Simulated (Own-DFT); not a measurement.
# A pressure from energies alone: monoclinic HfO2, 94 atoms (Hf32O62), with two O vacancies

Calculated, not measured. Each geometry was run twice at fixed positions with Own-DFT, a retired in-house plane-wave program that no person has reviewed: with PBE, and with HSE06 (exact exchange share 0.25 at short range, screening 0.11 per bohr, Gygi-Baldereschi treatment of its divergence). Both used PseudoDojo norm-conserving files made for PBE, a cutoff of 48 hartree, the Gamma point alone, fixed occupations, a neutral cell and no spin. One k point on a cell 10.1 Å thick isn't converged, and results move with the size of the cell. The hafnium file keeps the 4f electrons in the core, and its forces lie about 75 meV/Å off all-electron values. The oxygen file's force components were 24 meV/Å off all-electron values in a glass.

Unstrained cell vectors in Å: (10.234, 0.000, 0.000); (0.000, 10.350, 0.000); (-1.696, 0.000, 10.445), volume V0 = 1106.4 Å³, from measured lattice constants. Each geometry has its own random strain of a few per cent, its own defect sites and random moves of rms u per axis. HSE06 gave the energy alone. D is its energy less that of PBE, over the lowest D shown. The PBE stress wasn't checked against mesh or cutoff.

```
run  V - V0 (Å³)   u (Å)  P with PBE (GPa)  D (eV)
  1         42.7  0.0502             -3.36   2.058
  2         -3.3  0.0487              6.15   0.950
  3        -15.3  0.0501              9.67   0.783
  4        -37.4  0.0316             13.25   0.000
  5         -9.4  0.0324              5.83   0.610
  6        -20.6  0.0296              9.37   0.287
  7         -2.1  0.0491              6.45   1.060
  8         -4.5  0.0508              5.69   1.003
  9         49.4  0.0490             -5.34   2.380
 10         -4.6  0.0293              4.29   0.705
 11          4.5  0.0512              4.38   1.172
 12        -20.8  0.0493             10.65   0.445
 13         24.1  0.0291             -0.42   1.415
 14         -1.1  0.0284              3.91       ?
```

## Working it out

D = 0.70 + 0.0247 (V - V0) + 151 u² eV, with an error of 0.0008 on the volume slope, 26 on the last term and a scatter of 0.07 eV. Pressure is -dE/dV, and 1 eV/Å³ is 160.2 GPa, so HSE06 changes the pressure by -4.0 ± 0.1 GPa. With the ions held to the strained lattice, the PBE pressure falls by 245 ± 9 GPa per unit of volume strain; the shape of the strain isn't fitted, so the true error is larger, and a relaxed crystal would be softer. On that slope HSE06's volume at a given pressure is about 1.6 % smaller, or 0.5 % in lengths. At u = 0 and V0 the PBE pressure is 3.6 GPa, which puts the zero-pressure volume, against the measured cell and with the defects in, at +1.5 % for PBE and -0.2 % for HSE06, each good to a few tenths of a per cent.

## Check

Question: what D should run 14 give?

From the fit: 0.79 eV, with rows scattering by 0.07. Computed: 0.823 eV.
